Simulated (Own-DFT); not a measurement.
Simulation results for Si$_{2}$SnGe$_{13}$ (diamond-structure random alloy, atoms displaced)

A calculation, not a measurement: plane-wave density functional theory by an unreviewed code, no spin, of a simulated periodic cell, stress positive in tension, run twice, with PBE and with PBEsol, both on files made for PBE, so the change isn't that of files made for PBEsol, forces on such cells moved up to 12 meV/angstrom on a denser k mesh; the far tail of each file's local potential was reset to the Coulomb form; each entry is a single point on an unrelaxed cell, so the pressure reflects the starting lattice, mostly measured values (interpolated for alloys), from which strain is counted, and rises with the displacements; printed positions are rounded, which can move forces by about a meV/angstrom; the program, named Own-DFT, is a retired in-house code; no spin-orbit coupling; stress was not checked against mesh or cutoff. Program: Own-DFT development build.

Settings shared by all entries: functional PBE, then PBEsol; potential files PseudoDojo norm-conserving, scalar-relativistic, standard set; wave cutoff 49 hartree; occupations Fermi-Dirac; smearing width 0.1 eV; k mesh 3 x 3 x 3 centred on Gamma.

```yaml
- entry: 1
  formula: Si2SnGe13
  kind: "diamond-structure random alloy, atoms displaced"
  structure:
    cell_angstrom: [[11.3631, 0.0, 0.0], [0.0, 11.3631, 0.0], [0.0, 0.0, 11.3631]]
    atoms_fractional:
      - [Ge, 0.99717, 0.00705, 0.00499]
      - [Sn, 0.99695, 0.25057, 0.24289]
      - [Ge, 0.24226, 0.00546, 0.2334]
      - [Ge, 0.25548, 0.23986, 0.00453]
      - [Ge, 0.11724, 0.11901, 0.12051]
      - [Ge, 0.12673, 0.3771, 0.37725]
      - [Ge, 0.37241, 0.12107, 0.37798]
      - [Ge, 0.37926, 0.36593, 0.11955]
      - [Ge, 0.99173, 0.99516, 0.50609]
      - [Ge, 0.00858, 0.2719, 0.75019]
      - [Ge, 0.25225, 0.99855, 0.74972]
      - [Ge, 0.25032, 0.25548, 0.49229]
      - [Si, 0.12626, 0.12332, 0.61933]
      - [Ge, 0.12198, 0.3791, 0.87278]
      - [Sn, 0.37243, 0.12256, 0.86979]
      - [Ge, 0.37534, 0.37844, 0.62574]
      - [Ge, 0.98778, 0.48927, 0.00985]
      - [Ge, 0.01313, 0.75248, 0.24756]
      - [Si, 0.25008, 0.49021, 0.24444]
      - [Ge, 0.2519, 0.76152, 0.99263]
      - [Ge, 0.13289, 0.6261, 0.12989]
      - [Ge, 0.12166, 0.86661, 0.3697]
      - [Ge, 0.37916, 0.64374, 0.37151]
      - [Ge, 0.36467, 0.88857, 0.12667]
      - [Ge, 0.00883, 0.50498, 0.50228]
      - [Si, 0.01485, 0.75329, 0.75871]
      - [Ge, 0.24305, 0.49835, 0.73277]
      - [Ge, 0.24793, 0.75453, 0.49682]
      - [Ge, 0.12787, 0.63181, 0.61055]
      - [Ge, 0.13627, 0.86835, 0.87539]
      - [Ge, 0.36257, 0.63077, 0.8703]
      - [Si, 0.38376, 0.87297, 0.6362]
      - [Ge, 0.48977, 0.99238, 0.99785]
      - [Si, 0.49049, 0.24633, 0.25108]
      - [Sn, 0.75046, 0.99338, 0.25051]
      - [Ge, 0.74824, 0.25321, 0.00567]
      - [Ge, 0.62802, 0.12284, 0.12427]
      - [Ge, 0.61736, 0.38675, 0.38647]
      - [Ge, 0.86935, 0.12252, 0.37484]
      - [Ge, 0.88749, 0.37639, 0.11661]
      - [Ge, 0.49621, 0.00508, 0.51071]
      - [Ge, 0.50697, 0.25371, 0.75369]
      - [Ge, 0.74262, 3.0e-05, 0.74478]
      - [Sn, 0.74708, 0.22759, 0.50095]
      - [Ge, 0.62619, 0.12508, 0.63734]
      - [Si, 0.62952, 0.37369, 0.87958]
      - [Si, 0.86692, 0.12233, 0.87503]
      - [Ge, 0.87843, 0.37668, 0.63369]
      - [Si, 0.49414, 0.51167, 0.00134]
      - [Ge, 0.50376, 0.74752, 0.24111]
      - [Ge, 0.75126, 0.49852, 0.25406]
      - [Ge, 0.7597, 0.75617, 0.01549]
      - [Ge, 0.64009, 0.62295, 0.13359]
      - [Ge, 0.6227, 0.89016, 0.3751]
      - [Ge, 0.86673, 0.62251, 0.37578]
      - [Ge, 0.87775, 0.88658, 0.12332]
      - [Ge, 0.51527, 0.49405, 0.49557]
      - [Ge, 0.50183, 0.74349, 0.75929]
      - [Ge, 0.7531, 0.50848, 0.75457]
      - [Ge, 0.76182, 0.76064, 0.50282]
      - [Ge, 0.63459, 0.62464, 0.62458]
      - [Ge, 0.61809, 0.88758, 0.87377]
      - [Ge, 0.87041, 0.62424, 0.87965]
      - [Ge, 0.86578, 0.8739, 0.6065]
  results:
    "PBE_pressure [GPa]": 5.99
    "PBE_stress_xx [GPa]": -5.94
    "PBE_stress_yy [GPa]": -5.85
    "PBE_stress_zz [GPa]": -6.18
    "PBE_stress_yz [GPa]": -0.46
    "PBE_stress_xz [GPa]": 0.56
    "PBE_stress_xy [GPa]": -0.24
    "PBEsol_pressure [GPa]": 3.11
    "PBEsol_stress_xx [GPa]": -3.06
    "PBEsol_stress_yy [GPa]": -2.97
    "PBEsol_stress_zz [GPa]": -3.29
    "PBEsol_stress_yz [GPa]": -0.43
    "PBEsol_stress_xz [GPa]": 0.53
    "PBEsol_stress_xy [GPa]": -0.23
    force_element: [Ge, Sn, Ge, Ge, Ge, Ge, Ge, Ge, Ge, Ge, Ge, Ge, Si, Ge, Sn, Ge, Ge, Ge, Si, Ge, Ge, Ge, Ge, Ge, Ge, Si, Ge, Ge, Ge, Ge, Ge, Si, Ge, Si, Sn, Ge, Ge, Ge, Ge, Ge, Ge, Ge, Ge, Sn, Ge, Si, Si, Ge, Si, Ge, Ge, Ge, Ge, Ge, Ge, Ge, Ge, Ge, Ge, Ge, Ge, Ge, Ge, Ge]
    "PBE_force_x [eV/angstrom]": [-0.355, 0.675, -0.199, -1.95, 1.273, 0.203, -0.238, -0.029, 1.662, -0.793, -1.461, 0.125, -0.227, 1.545, 1.022, 1.013, 3.436, -2.446, 0.894, 0.722, -0.048, 0.768, -0.319, 1.413, -1.71, -1.704, -0.05, 1.521, -0.408, -1.991, 0.463, -0.795, 1.417, 1.315, 0.133, 0.27, -1.991, 2.489, 2.781, -4.665, 0.033, 0.15, 1.556, -0.319, -2.221, -0.649, 0.762, -0.503, 0.838, 0.018, 0.309, -0.985, -1.431, -2.022, 1.733, 2.145, -3.871, 0.485, -0.487, -3.721, -0.497, 0.89, 1.399, 2.631]
    "PBE_force_y [eV/angstrom]": [-0.928, -0.522, -0.141, 1.583, 1.0, 0.901, 0.247, 1.138, 1.174, -3.679, -1.167, -0.946, 0.53, 0.597, 0.749, -0.637, 4.058, -1.036, 0.825, -1.627, -0.738, 2.208, -2.447, -2.206, -0.653, -0.866, 0.738, 1.042, 0.475, 2.273, -1.22, -0.291, 0.7, 0.118, 1.343, -0.372, 0.966, -4.133, -1.23, -1.218, -0.502, 1.184, -0.73, 3.894, -0.513, 1.376, 0.938, 0.861, -0.87, 1.525, -1.304, -0.091, 0.203, -2.746, 0.742, -2.063, 3.98, 0.397, -1.373, -3.001, 0.614, -1.833, 1.018, 1.688]
    "PBE_force_z [eV/angstrom]": [-2.598, 2.094, 2.963, 0.135, -0.669, -0.478, -0.843, 0.523, -1.312, -0.422, -2.14, 1.109, 0.496, 1.829, 0.022, -0.668, -3.173, -0.593, 0.568, 2.13, -1.018, 0.945, 0.019, -0.436, -0.509, -1.325, 1.29, 0.428, 1.721, -0.601, 0.127, -0.761, 1.13, 0.352, -0.498, -0.788, -0.427, -4.036, -0.576, 1.799, 0.088, -0.275, 0.846, 0.604, 0.294, 0.128, -0.329, -1.126, -0.349, 0.33, 0.062, -1.8, -1.296, 1.958, 0.024, -0.158, 2.988, -0.862, 0.026, -2.859, -0.163, 0.596, 0.44, 5.024]
    "PBEsol_force_x [eV/angstrom]": [-0.32, 0.654, -0.186, -1.879, 1.242, 0.177, -0.252, -0.077, 1.546, -0.773, -1.403, 0.142, -0.22, 1.461, 0.99, 0.972, 3.314, -2.344, 0.868, 0.693, -0.092, 0.733, -0.294, 1.36, -1.643, -1.655, -0.045, 1.437, -0.364, -1.854, 0.438, -0.777, 1.372, 1.278, 0.134, 0.274, -1.896, 2.421, 2.683, -4.512, 0.073, 0.121, 1.442, -0.311, -2.151, -0.605, 0.738, -0.455, 0.79, 0.015, 0.293, -0.938, -1.358, -1.944, 1.677, 2.073, -3.722, 0.48, -0.436, -3.593, -0.471, 0.836, 1.322, 2.525]
    "PBEsol_force_y [eV/angstrom]": [-0.92, -0.511, -0.149, 1.529, 0.954, 0.846, 0.236, 1.06, 1.098, -3.488, -1.139, -0.891, 0.526, 0.564, 0.714, -0.615, 3.915, -0.991, 0.801, -1.56, -0.665, 2.104, -2.335, -2.123, -0.629, -0.854, 0.717, 0.966, 0.415, 2.226, -1.124, -0.283, 0.674, 0.107, 1.317, -0.376, 0.918, -3.966, -1.209, -1.183, -0.451, 1.092, -0.717, 3.771, -0.51, 1.315, 0.922, 0.841, -0.824, 1.47, -1.218, -0.099, 0.235, -2.656, 0.717, -2.004, 3.846, 0.374, -1.298, -2.905, 0.581, -1.765, 0.941, 1.666]
    "PBEsol_force_z [eV/angstrom]": [-2.444, 2.021, 2.845, 0.137, -0.651, -0.423, -0.786, 0.478, -1.305, -0.406, -2.0, 1.042, 0.485, 1.741, 0.037, -0.651, -3.08, -0.566, 0.553, 2.038, -0.991, 0.902, 0.018, -0.452, -0.49, -1.295, 1.245, 0.378, 1.625, -0.539, 0.1, -0.732, 1.082, 0.342, -0.481, -0.705, -0.436, -3.883, -0.557, 1.731, 0.046, -0.308, 0.783, 0.598, 0.28, 0.101, -0.309, -1.061, -0.322, 0.353, 0.072, -1.725, -1.216, 1.895, 0.028, -0.161, 2.899, -0.804, -0.005, -2.763, -0.146, 0.57, 0.454, 4.809]
    "rms_change_of_force_components_from_PBE_to_PBEsol [eV/angstrom]": 0.065
- entry: 2
  formula: Si2SnGe13
  kind: "diamond-structure random alloy, atoms displaced"
  structure:
    cell_angstrom: [[11.3631, 0.0, 0.0], [0.0, 11.3631, 0.0], [0.0, 0.0, 11.3631]]
    atoms_fractional:
      - [Ge, 0.98599, 0.99427, 0.99497]
      - [Ge, 0.00105, 0.25598, 0.24888]
      - [Ge, 0.2455, 0.00825, 0.26077]
      - [Ge, 0.25467, 0.24363, 0.99735]
      - [Ge, 0.12694, 0.11902, 0.12371]
      - [Si, 0.12813, 0.38619, 0.3812]
      - [Ge, 0.37059, 0.11639, 0.36121]
      - [Ge, 0.3716, 0.3844, 0.11348]
      - [Ge, 0.99466, 0.0095, 0.49946]
      - [Ge, 0.01323, 0.25818, 0.74183]
      - [Sn, 0.23474, 0.99787, 0.75369]
      - [Ge, 0.24829, 0.25465, 0.51387]
      - [Ge, 0.12961, 0.126, 0.62454]
      - [Ge, 0.12726, 0.36841, 0.87355]
      - [Ge, 0.38018, 0.12225, 0.85994]
      - [Ge, 0.36819, 0.38295, 0.63058]
      - [Ge, 0.00279, 0.50052, 0.00359]
      - [Ge, 0.99551, 0.76413, 0.24933]
      - [Ge, 0.25963, 0.49949, 0.24199]
      - [Si, 0.25563, 0.75113, 0.01486]
      - [Ge, 0.13089, 0.62677, 0.12884]
      - [Ge, 0.12023, 0.87915, 0.37736]
      - [Sn, 0.37217, 0.63127, 0.37536]
      - [Ge, 0.35872, 0.87402, 0.11615]
      - [Ge, 0.989, 0.50251, 0.49483]
      - [Si, 0.99517, 0.75555, 0.75175]
      - [Ge, 0.25392, 0.50097, 0.75126]
      - [Ge, 0.24435, 0.75887, 0.4907]
      - [Ge, 0.11678, 0.61306, 0.61334]
      - [Ge, 0.12854, 0.86913, 0.87253]
      - [Ge, 0.36994, 0.62736, 0.86608]
      - [Ge, 0.38266, 0.86401, 0.62693]
      - [Si, 0.49472, 0.99484, 0.01776]
      - [Ge, 0.5037, 0.25682, 0.24482]
      - [Ge, 0.75011, 0.99197, 0.25518]
      - [Ge, 0.75302, 0.24856, 0.00348]
      - [Ge, 0.61725, 0.11946, 0.12716]
      - [Sn, 0.61131, 0.37525, 0.36727]
      - [Ge, 0.87835, 0.12974, 0.36656]
      - [Ge, 0.8667, 0.37219, 0.13246]
      - [Si, 0.50317, 0.00194, 0.50621]
      - [Ge, 0.50527, 0.25174, 0.76075]
      - [Ge, 0.73749, 0.99515, 0.74286]
      - [Ge, 0.75322, 0.24702, 0.50049]
      - [Ge, 0.62655, 0.11568, 0.62386]
      - [Ge, 0.61907, 0.35907, 0.87547]
      - [Ge, 0.88039, 0.11479, 0.87843]
      - [Ge, 0.87147, 0.37528, 0.61983]
      - [Ge, 0.49119, 0.49358, 0.99916]
      - [Ge, 0.49544, 0.75994, 0.25738]
      - [Ge, 0.74616, 0.50735, 0.24713]
      - [Ge, 0.74283, 0.73543, 0.00934]
      - [Ge, 0.62222, 0.62887, 0.1238]
      - [Ge, 0.63657, 0.87774, 0.37322]
      - [Si, 0.86661, 0.6075, 0.36875]
      - [Ge, 0.87165, 0.87785, 0.12973]
      - [Ge, 0.50095, 0.50811, 0.51072]
      - [Si, 0.49494, 0.76551, 0.74513]
      - [Ge, 0.74649, 0.50192, 0.75948]
      - [Ge, 0.75582, 0.74935, 0.50294]
      - [Sn, 0.62802, 0.61945, 0.63122]
      - [Si, 0.62551, 0.88143, 0.88779]
      - [Ge, 0.8656, 0.62646, 0.87326]
      - [Ge, 0.87888, 0.87253, 0.62761]
  results:
    "PBE_pressure [GPa]": 5.37
    "PBE_stress_xx [GPa]": -5.38
    "PBE_stress_yy [GPa]": -5.4
    "PBE_stress_zz [GPa]": -5.34
    "PBE_stress_yz [GPa]": 0.08
    "PBE_stress_xz [GPa]": -1.71
    "PBE_stress_xy [GPa]": -1.77
    "PBEsol_pressure [GPa]": 2.52
    "PBEsol_stress_xx [GPa]": -2.52
    "PBEsol_stress_yy [GPa]": -2.55
    "PBEsol_stress_zz [GPa]": -2.49
    "PBEsol_stress_yz [GPa]": 0.07
    "PBEsol_stress_xz [GPa]": -1.64
    "PBEsol_stress_xy [GPa]": -1.69
    force_element: [Ge, Ge, Ge, Ge, Ge, Si, Ge, Ge, Ge, Ge, Sn, Ge, Ge, Ge, Ge, Ge, Ge, Ge, Ge, Si, Ge, Ge, Sn, Ge, Ge, Si, Ge, Ge, Ge, Ge, Ge, Ge, Si, Ge, Ge, Ge, Ge, Sn, Ge, Ge, Si, Ge, Ge, Ge, Ge, Ge, Ge, Ge, Ge, Ge, Ge, Ge, Ge, Ge, Si, Ge, Ge, Si, Ge, Ge, Sn, Si, Ge, Ge]
    "PBE_force_x [eV/angstrom]": [2.276, 1.186, -1.462, 0.034, -0.882, -0.011, 2.436, -0.426, 0.27, -1.685, 2.726, 0.368, -1.82, 0.426, 0.557, 1.784, -0.487, 0.29, -1.737, -1.759, -0.784, -0.504, 0.332, 1.831, 0.219, 0.6, -1.937, -0.788, 0.591, -2.118, 0.913, -1.73, -0.021, -3.213, 0.389, -0.337, 0.974, 2.263, -0.48, 0.685, -0.679, -1.257, 1.457, -0.417, -0.702, 1.84, -1.375, 0.121, 1.668, 1.299, -0.287, 1.126, -2.109, -1.687, 0.885, -0.699, -2.001, 1.842, 0.89, 0.704, -0.174, -0.865, 1.65, -0.197]
    "PBE_force_y [eV/angstrom]": [-0.962, 0.152, -2.228, -0.12, 0.494, -0.815, 2.461, -2.365, -0.355, -0.873, -0.094, 0.015, 0.844, 1.02, -0.253, -0.866, -0.152, -2.273, -0.57, -1.988, 0.481, 0.806, -1.033, 1.799, -0.866, -1.432, 0.14, -0.126, 1.915, -2.356, 1.38, 2.022, 0.292, -2.596, 2.048, -1.033, 0.175, 1.542, -0.248, 0.798, -0.794, -1.054, -0.746, -0.49, 1.907, 2.317, 2.049, 0.131, 1.624, 0.988, -0.481, 2.452, -0.981, -0.625, 2.94, -0.612, -1.84, -1.637, -2.59, -0.334, 2.667, -0.667, 0.334, 0.664]
    "PBE_force_z [eV/angstrom]": [1.119, 0.259, -2.052, -0.287, -0.358, -0.54, 2.85, 0.967, 0.22, 0.249, -1.326, -2.144, -1.373, 0.799, 2.706, -0.121, -0.389, 0.669, 0.696, -3.046, 0.041, 0.044, 0.386, 2.679, -0.636, -0.118, 0.091, 2.114, 1.365, 2.93, 1.075, -2.112, -2.229, -2.451, -0.907, -0.29, 0.182, 2.837, 0.363, -0.558, -1.35, -3.218, 1.78, -0.238, -0.282, 1.842, -2.167, 1.041, -1.513, -1.93, -0.873, -1.522, 1.13, 1.827, 0.523, -1.104, -0.957, 3.043, 0.668, -1.328, 0.697, -0.219, 0.647, -0.206]
    "PBEsol_force_x [eV/angstrom]": [2.191, 1.094, -1.421, 0.026, -0.847, -0.015, 2.329, -0.4, 0.273, -1.602, 2.648, 0.358, -1.769, 0.419, 0.516, 1.712, -0.471, 0.302, -1.658, -1.728, -0.774, -0.478, 0.327, 1.802, 0.23, 0.582, -1.855, -0.76, 0.579, -2.054, 0.873, -1.759, -0.057, -3.109, 0.38, -0.337, 0.971, 2.204, -0.459, 0.664, -0.662, -1.224, 1.437, -0.392, -0.624, 1.77, -1.328, 0.131, 1.596, 1.268, -0.327, 1.105, -2.011, -1.602, 0.863, -0.664, -1.948, 1.774, 0.865, 0.659, -0.142, -0.781, 1.549, -0.243]
    "PBEsol_force_y [eV/angstrom]": [-0.917, 0.113, -2.147, -0.095, 0.479, -0.798, 2.384, -2.278, -0.346, -0.843, -0.073, -0.001, 0.838, 0.977, -0.2, -0.829, -0.147, -2.16, -0.512, -1.955, 0.426, 0.782, -0.991, 1.771, -0.846, -1.393, 0.117, -0.124, 1.827, -2.217, 1.264, 1.977, 0.318, -2.525, 1.97, -0.994, 0.218, 1.503, -0.248, 0.763, -0.78, -1.023, -0.686, -0.473, 1.865, 2.236, 1.966, 0.123, 1.556, 0.944, -0.513, 2.337, -0.95, -0.625, 2.875, -0.591, -1.787, -1.63, -2.493, -0.292, 2.55, -0.66, 0.287, 0.679]
    "PBEsol_force_z [eV/angstrom]": [1.082, 0.233, -1.986, -0.287, -0.336, -0.522, 2.719, 0.931, 0.204, 0.243, -1.282, -2.02, -1.326, 0.754, 2.606, -0.111, -0.372, 0.629, 0.637, -2.977, 0.059, 0.037, 0.366, 2.682, -0.535, -0.115, 0.084, 2.035, 1.292, 2.835, 1.031, -2.091, -2.134, -2.383, -0.871, -0.275, 0.22, 2.746, 0.363, -0.541, -1.319, -3.087, 1.681, -0.228, -0.225, 1.78, -2.071, 0.992, -1.453, -1.867, -0.895, -1.447, 1.091, 1.733, 0.52, -1.054, -0.932, 2.955, 0.641, -1.262, 0.64, -0.224, 0.657, -0.247]
    "rms_change_of_force_components_from_PBE_to_PBEsol [eV/angstrom]": 0.055
- entry: 3
  formula: Si2SnGe13
  kind: "diamond-structure random alloy, atoms displaced"
  structure:
    cell_angstrom: [[11.3631, 0.0, 0.0], [0.0, 11.3631, 0.0], [0.0, 0.0, 11.3631]]
    atoms_fractional:
      - [Ge, 0.99393, 0.99041, 0.00276]
      - [Ge, 0.0023, 0.24741, 0.25252]
      - [Ge, 0.25594, 0.99803, 0.25762]
      - [Ge, 0.2372, 0.24433, 0.99194]
      - [Ge, 0.13043, 0.12371, 0.11812]
      - [Ge, 0.12573, 0.37493, 0.35893]
      - [Si, 0.37646, 0.12387, 0.37805]
      - [Ge, 0.37474, 0.36891, 0.1294]
      - [Sn, 0.01135, 0.9985, 0.50938]
      - [Ge, 0.99123, 0.24675, 0.75508]
      - [Ge, 0.25534, 0.99858, 0.74304]
      - [Ge, 0.25277, 0.24702, 0.50039]
      - [Ge, 0.13334, 0.12927, 0.63366]
      - [Si, 0.12103, 0.38077, 0.86448]
      - [Sn, 0.36464, 0.11926, 0.87353]
      - [Ge, 0.36957, 0.37049, 0.62655]
      - [Ge, 0.00121, 0.49048, 0.99488]
      - [Ge, 0.99029, 0.74027, 0.25441]
      - [Ge, 0.2562, 0.49627, 0.24507]
      - [Ge, 0.24458, 0.73593, 0.99012]
      - [Ge, 0.13263, 0.63011, 0.12096]
      - [Ge, 0.13155, 0.88743, 0.36007]
      - [Si, 0.36478, 0.63619, 0.37415]
      - [Sn, 0.37971, 0.88888, 0.12993]
      - [Ge, 0.00199, 0.49521, 0.50555]
      - [Ge, 0.0003, 0.7589, 0.74326]
      - [Ge, 0.24935, 0.50307, 0.75993]
      - [Ge, 0.25739, 0.76679, 0.5033]
      - [Ge, 0.12245, 0.62483, 0.62877]
      - [Ge, 0.11315, 0.87911, 0.87618]
      - [Ge, 0.37092, 0.62336, 0.86986]
      - [Ge, 0.37726, 0.87363, 0.63427]
      - [Si, 0.50184, 0.99159, 0.00231]
      - [Ge, 0.52181, 0.25134, 0.23692]
      - [Si, 0.75142, 0.98771, 0.24013]
      - [Ge, 0.74757, 0.24024, 0.99072]
      - [Ge, 0.6338, 0.13744, 0.11806]
      - [Ge, 0.64104, 0.36474, 0.38177]
      - [Ge, 0.86725, 0.12781, 0.37542]
      - [Ge, 0.8742, 0.37039, 0.12738]
      - [Ge, 0.49934, 0.98367, 0.50783]
      - [Ge, 0.49814, 0.2393, 0.73746]
      - [Ge, 0.74855, 0.0115, 0.75655]
      - [Ge, 0.75287, 0.25454, 0.50356]
      - [Ge, 0.62804, 0.12503, 0.62532]
      - [Si, 0.63622, 0.3752, 0.87687]
      - [Ge, 0.87283, 0.12404, 0.87272]
      - [Si, 0.86789, 0.3678, 0.61674]
      - [Si, 0.4882, 0.49532, 0.99587]
      - [Ge, 0.50187, 0.74027, 0.26824]
      - [Ge, 0.73771, 0.51392, 0.24747]
      - [Ge, 0.75618, 0.73757, 0.01004]
      - [Ge, 0.62859, 0.62913, 0.13223]
      - [Ge, 0.62732, 0.88059, 0.36843]
      - [Ge, 0.87906, 0.61521, 0.38457]
      - [Ge, 0.87054, 0.87194, 0.11039]
      - [Ge, 0.49948, 0.49546, 0.49663]
      - [Ge, 0.50603, 0.73931, 0.74622]
      - [Ge, 0.74752, 0.50813, 0.74999]
      - [Ge, 0.75569, 0.74611, 0.49244]
      - [Sn, 0.62464, 0.62109, 0.6349]
      - [Ge, 0.62727, 0.87666, 0.86484]
      - [Ge, 0.87865, 0.63823, 0.86787]
      - [Ge, 0.88368, 0.87742, 0.63669]
  results:
    "PBE_pressure [GPa]": 5.41
    "PBE_stress_xx [GPa]": -5.56
    "PBE_stress_yy [GPa]": -5.11
    "PBE_stress_zz [GPa]": -5.57
    "PBE_stress_yz [GPa]": 0.02
    "PBE_stress_xz [GPa]": 1.54
    "PBE_stress_xy [GPa]": -0.16
    "PBEsol_pressure [GPa]": 2.55
    "PBEsol_stress_xx [GPa]": -2.69
    "PBEsol_stress_yy [GPa]": -2.26
    "PBEsol_stress_zz [GPa]": -2.7
    "PBEsol_stress_yz [GPa]": 0.02
    "PBEsol_stress_xz [GPa]": 1.45
    "PBEsol_stress_xy [GPa]": -0.16
    force_element: [Ge, Ge, Ge, Ge, Ge, Ge, Si, Ge, Sn, Ge, Ge, Ge, Ge, Si, Sn, Ge, Ge, Ge, Ge, Ge, Ge, Ge, Si, Sn, Ge, Ge, Ge, Ge, Ge, Ge, Ge, Ge, Si, Ge, Si, Ge, Ge, Ge, Ge, Ge, Ge, Ge, Ge, Ge, Ge, Si, Ge, Si, Si, Ge, Ge, Ge, Ge, Ge, Ge, Ge, Ge, Ge, Ge, Ge, Sn, Ge, Ge, Ge]
    "PBE_force_x [eV/angstrom]": [0.6, -0.634, -0.24, -0.24, -1.119, 0.364, 1.123, 0.335, -0.75, 0.892, -2.236, -0.376, -0.028, -0.348, 2.607, 0.445, -0.144, 1.163, -0.198, 0.359, -1.566, -1.429, 0.354, -0.114, 0.336, 0.871, -0.443, -1.354, 0.763, 1.711, 1.45, 0.654, 2.446, -1.981, -0.027, 1.155, -0.27, -1.962, 0.337, -0.553, 0.473, 0.583, 0.218, 0.024, -0.146, -1.746, 0.809, 1.226, 1.462, 0.231, 2.398, -1.01, -2.866, 0.256, -0.532, 0.141, -1.143, -2.702, 2.882, 0.092, 0.276, -0.307, 0.348, -2.921]
    "PBE_force_y [eV/angstrom]": [1.982, -0.684, 3.289, 2.52, -0.874, 0.156, -0.005, -0.307, 0.735, 1.1, -1.437, 0.362, 0.961, -0.934, 0.132, 0.864, 1.094, 1.052, 1.387, 2.442, -1.604, -2.756, -1.742, -3.76, -0.986, -1.19, -0.97, -1.177, 0.464, -0.74, 0.111, -0.851, 1.996, 0.385, 1.877, 2.044, -3.772, 2.076, -0.937, 0.403, 1.908, 1.783, -1.264, -1.979, -0.566, 0.216, -0.475, 1.468, -0.117, 0.769, -2.658, 0.696, 0.11, -0.803, -0.043, -0.539, -0.305, 2.945, -3.068, 1.478, -0.185, -0.698, -1.567, 0.189]
    "PBE_force_z [eV/angstrom]": [-0.348, -0.891, -0.227, 0.417, 1.359, 1.919, -0.033, -1.213, -1.25, -1.088, -0.043, -0.795, 0.202, 0.874, 1.06, -0.191, 0.22, -0.797, 0.366, -0.023, 0.777, 1.156, 0.977, -0.271, -0.202, 1.154, -1.7, -0.865, -0.433, -0.709, 0.716, 0.206, -1.643, 2.318, 0.019, 0.007, -0.133, -1.575, -0.531, -0.305, -1.007, 1.233, -1.161, 0.17, -1.061, -0.543, 1.164, 1.91, 0.255, -1.122, 1.563, -1.976, -1.536, 0.67, -0.731, 2.355, -0.758, 2.502, 2.112, 0.774, -4.519, 1.704, 0.596, -1.071]
    "PBEsol_force_x [eV/angstrom]": [0.579, -0.615, -0.277, -0.214, -1.083, 0.348, 1.091, 0.303, -0.721, 0.862, -2.166, -0.387, -0.018, -0.34, 2.488, 0.443, -0.166, 1.135, -0.229, 0.327, -1.506, -1.358, 0.351, -0.173, 0.336, 0.824, -0.389, -1.317, 0.724, 1.638, 1.355, 0.631, 2.407, -1.887, -0.027, 1.144, -0.258, -1.902, 0.359, -0.517, 0.474, 0.539, 0.218, -0.031, -0.151, -1.666, 0.762, 1.198, 1.387, 0.289, 2.326, -0.949, -2.724, 0.193, -0.523, 0.161, -1.077, -2.632, 2.794, 0.094, 0.268, -0.279, 0.325, -2.793]
    "PBEsol_force_y [eV/angstrom]": [1.899, -0.643, 3.131, 2.385, -0.834, 0.148, -0.014, -0.299, 0.713, 0.992, -1.375, 0.375, 0.905, -0.91, 0.152, 0.819, 1.088, 1.013, 1.295, 2.339, -1.558, -2.648, -1.696, -3.679, -0.911, -1.143, -0.894, -1.098, 0.454, -0.727, 0.132, -0.814, 1.962, 0.386, 1.833, 1.924, -3.579, 2.016, -0.859, 0.392, 1.818, 1.698, -1.225, -1.958, -0.542, 0.19, -0.456, 1.442, -0.095, 0.795, -2.574, 0.685, 0.128, -0.838, -0.017, -0.558, -0.326, 2.868, -2.913, 1.413, -0.181, -0.686, -1.514, 0.176]
    "PBEsol_force_z [eV/angstrom]": [-0.356, -0.861, -0.246, 0.437, 1.307, 1.849, -0.027, -1.138, -1.203, -1.046, -0.049, -0.711, 0.184, 0.861, 0.981, -0.196, 0.244, -0.777, 0.321, -0.025, 0.735, 1.139, 0.953, -0.183, -0.237, 1.132, -1.673, -0.807, -0.406, -0.694, 0.66, 0.175, -1.619, 2.21, 0.015, 0.048, -0.137, -1.527, -0.485, -0.306, -0.949, 1.157, -1.116, 0.096, -1.004, -0.555, 1.121, 1.866, 0.273, -1.121, 1.522, -1.906, -1.439, 0.693, -0.71, 2.233, -0.693, 2.427, 2.039, 0.743, -4.382, 1.612, 0.58, -1.029]
    "rms_change_of_force_components_from_PBE_to_PBEsol [eV/angstrom]": 0.057
```
